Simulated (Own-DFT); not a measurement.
# Point defects and the pressure they add: C40 NbSi2

Source: density functional calculations with Own-DFT, an unreviewed in-house program that is no longer used. Nothing was measured or relaxed, and spin and spin-orbit coupling are left out.

Method: PBE; PseudoDojo norm-conserving scalar-relativistic files; cutoff 42 hartree; 4 x 4 x 5 k mesh centred on Gamma; cold (Marzari-Vanderbilt) smearing of 0.2 eV.

Limits: forces on such cells failed a check on a denser k mesh; stress not checked against mesh or cutoff.

All runs share one cell, with vectors in Å (0.000, 8.324, 0.000); (-9.613, 0.000, 0.000); (0.000, 0.000, 6.586) and a volume of 527.0 Å³. The atoms are randomly displaced, by u rms on each axis. The defect's site can differ from row to row.

```
cell,formula,u (Å),P (GPa)
no defect,Nb12Si24,0.0167,1.44
no defect,Nb12Si24,0.0467,2.50
no defect,Nb12Si24,0.0485,2.58
one Si vacancy,Nb12Si23,0.0284,1.05
one Si vacancy,Nb12Si23,0.0482,1.75
one Si vacancy,Nb12Si23,0.0535,2.17
two Nb on a Si site each,Nb14Si22,0.0295,7.54
two Nb on a Si site each,Nb14Si22,0.0320,7.67
two Nb on a Si site each,Nb14Si22,0.0476,8.29
two Si on a Nb site each,Nb10Si26,0.0310,1.54
two Si on a Nb site each,Nb10Si26,0.0461,1.88
two Si on a Nb site each,Nb10Si26,0.0490,2.64
two Nb vacancies,Nb10Si24,0.0287,-0.10
two Nb vacancies,Nb10Si24,0.0293,0.08
two Nb vacancies,Nb10Si24,0.0494,?
two Nb vacancies,Nb10Si24,0.0548,0.75
```

## What the rows give

P = P0 + c u² + a shift for each defect gives P0 = 1.38 GPa, c = 493 ± 56 GPa/Å² and a scatter of 0.18 GPa. The shifts, and each times the cell's volume:

- two Nb on a Si site each: 5.77 ± 0.15 GPa, 19.0 eV (9.5 eV for each of its 2 sites)
- two Si on a Nb site each: -0.26 ± 0.15 GPa, -0.9 eV (-0.4 eV for each of its 2 sites) (not resolved)
- one Si vacancy: -0.71 ± 0.15 GPa, -2.3 eV
- two Nb vacancies: -1.91 ± 0.15 GPa, -6.3 eV (-3.1 eV for each of its 2 sites)

Positive is outwards. The product with the volume (160.2 GPa Å³ to the eV) is nearly free of the cell's size; divided by the bulk modulus at the cell's pressure it gives the volume that the defect adds. The atoms around the defects weren't relaxed, which would change these numbers.

## Check

Question: what pressure belongs in the blank (two Nb vacancies, u = 0.0494 Å)?

From the fit: 0.68 ± 0.21 GPa. The calculation gave 0.99 GPa.
